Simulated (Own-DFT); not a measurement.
## Calculated data, Si₃N₄ (beta silicon nitride, atoms displaced)

A calculation, not a measurement: plane-wave PBE density functional theory by an unreviewed code, no spin, of a simulated periodic cell, stress positive in tension, free energy of the whole cell less one offset for each atom, forces on such cells passed a denser k mesh, this cell's mesh not checked; offsets are fitted by least squares, one for each functional and potential file, so energies compare only between cells with the same atoms and settings and are not formation energies; the far tail of each file's local potential was reset to the Coulomb form; each entry is a single point on an unrelaxed cell, so the pressure reflects the starting lattice, mostly measured values (interpolated for alloys), from which strain is counted, and rises with the displacements; printed positions are rounded, which can move forces by about a meV/angstrom; the program, named Own-DFT, is a retired in-house code; no spin-orbit coupling. Program: Own-DFT development build.

Si₃N₄ (beta silicon nitride, atoms displaced)

```
cell vectors (Å)
   7.6060     0.0000     0.0000
  -3.8030     6.5870     0.0000
   0.0000     0.0000     8.7270
atoms (fractions of the cell vectors)
Si  0.18461  0.78628  0.09074
Si  0.23067  0.39341  0.06426
Si  0.59392  0.83091  0.07350
Si  0.81315  0.22385  0.24116
Si  0.77280  0.61216  0.23823
Si  0.41962  0.17747  0.25159
N   0.35654  0.05057  0.07004
N   0.95272  0.28972  0.10441
N   0.68032  0.65629  0.07351
N   0.70076  0.97228  0.24060
N   0.00535  0.69602  0.25488
N   0.32896  0.34966  0.23153
N   0.34942  0.67158  0.07505
N   0.69241  0.33328  0.25853
Si  0.18153  0.79399  0.42987
Si  0.24002  0.41503  0.42645
Si  0.59811  0.80067  0.41828
Si  0.83446  0.23855  0.59553
Si  0.75957  0.58908  0.58570
Si  0.41553  0.18319  0.60435
N   0.31740  0.02810  0.41199
N   0.98875  0.34318  0.40148
N   0.66872  0.64882  0.41592
N   0.66262  0.98509  0.58584
N   0.03390  0.70516  0.59547
N   0.28658  0.30540  0.57014
N   0.33388  0.64676  0.44354
N   0.66083  0.33010  0.58023
Si  0.19050  0.78951  0.75686
Si  0.24075  0.42057  0.74456
Si  0.59735  0.83332  0.76107
Si  0.83931  0.21793  0.93466
Si  0.77158  0.60424  0.91084
Si  0.40640  0.17430  0.92095
N   0.32469  0.04192  0.75317
N   0.96819  0.30997  0.73721
N   0.69913  0.66812  0.76790
N   0.66751  0.96908  0.92889
N   0.00723  0.67500  0.91297
N   0.28541  0.29777  0.93048
N   0.33419  0.67286  0.76118
N   0.65941  0.32856  0.91823
```

```
functional                        : PBE
potential files                   : PseudoDojo norm-conserving, scalar-relativistic, standard set
wave cutoff                       : 42 hartree
occupations                       : Fermi-Dirac
smearing width                    : 0.1 eV
k mesh                            : 3 x 3 x 3 centred on Gamma
free energy of cell above offsets : 9.757 eV
pressure                          : 16.14 GPa
stress xx                         : -15.66 GPa
stress yy                         : -18.18 GPa
stress zz                         : -14.58 GPa
stress yz                         : 2.4 GPa
stress xz                         : -0.92 GPa
stress xy                         : 1.83 GPa
```

Force:
| element | x (eV/Å) | y (eV/Å) | z (eV/Å) |
| --- | --- | --- | --- |
| Si | -0.576 | -2.669 | -1.124 |
| Si | -2.977 | 3.621 | 9.141 |
| Si | 2.253 | -2.946 | 6.424 |
| Si | 3.344 | -1.757 | 9.055 |
| Si | -3.947 | -5.234 | 0.856 |
| Si | -0.192 | 2.936 | -0.879 |
| N | -0.194 | -6.833 | 7.42 |
| N | 8.194 | 3.935 | -9.832 |
| N | 0.682 | 1.097 | 0.486 |
| N | -1.42 | -4.086 | 2.062 |
| N | 8.098 | 5.226 | 0.009 |
| N | -0.678 | -1.07 | 2.51 |
| N | -5.216 | -1.824 | 0.494 |
| N | -10.18 | 2.765 | -0.036 |
| Si | -0.168 | -8.234 | -0.801 |
| Si | -0.905 | -5.843 | -6.236 |
| Si | -8.68 | 8.616 | -0.071 |
| Si | -3.419 | -0.551 | -9.666 |
| Si | 1.424 | 0.486 | 0.279 |
| Si | -0.484 | -0.371 | -5.56 |
| N | 1.391 | 4.909 | 0.857 |
| N | -0.967 | -3.267 | 2.829 |
| N | 8.964 | -4.94 | 0.569 |
| N | 1.152 | -3.521 | 0.523 |
| N | -1.29 | 0.39 | -0.951 |
| N | -0.204 | 1.255 | 4.762 |
| N | -1.765 | 9.721 | -0.57 |
| N | 1.463 | 1.666 | 0.72 |
| Si | -2.992 | -3.795 | 0.493 |
| Si | -0.342 | -3.123 | -0.274 |
| Si | 0.296 | 0.039 | -2.39 |
| Si | -4.27 | 3.423 | -3.419 |
| Si | 0.701 | -5.857 | 5.95 |
| Si | 3.044 | 2.917 | -4.029 |
| N | 0.482 | -2.031 | 2.115 |
| N | 5.408 | 1.79 | 9.358 |
| N | -4.545 | 2.325 | -8.237 |
| N | 0.764 | 2.619 | -5.582 |
| N | 6.89 | 4.685 | 1.235 |
| N | -2.601 | 1.607 | -7.966 |
| N | 1.147 | 0.899 | -0.03 |
| N | 2.315 | 1.023 | -0.49 |
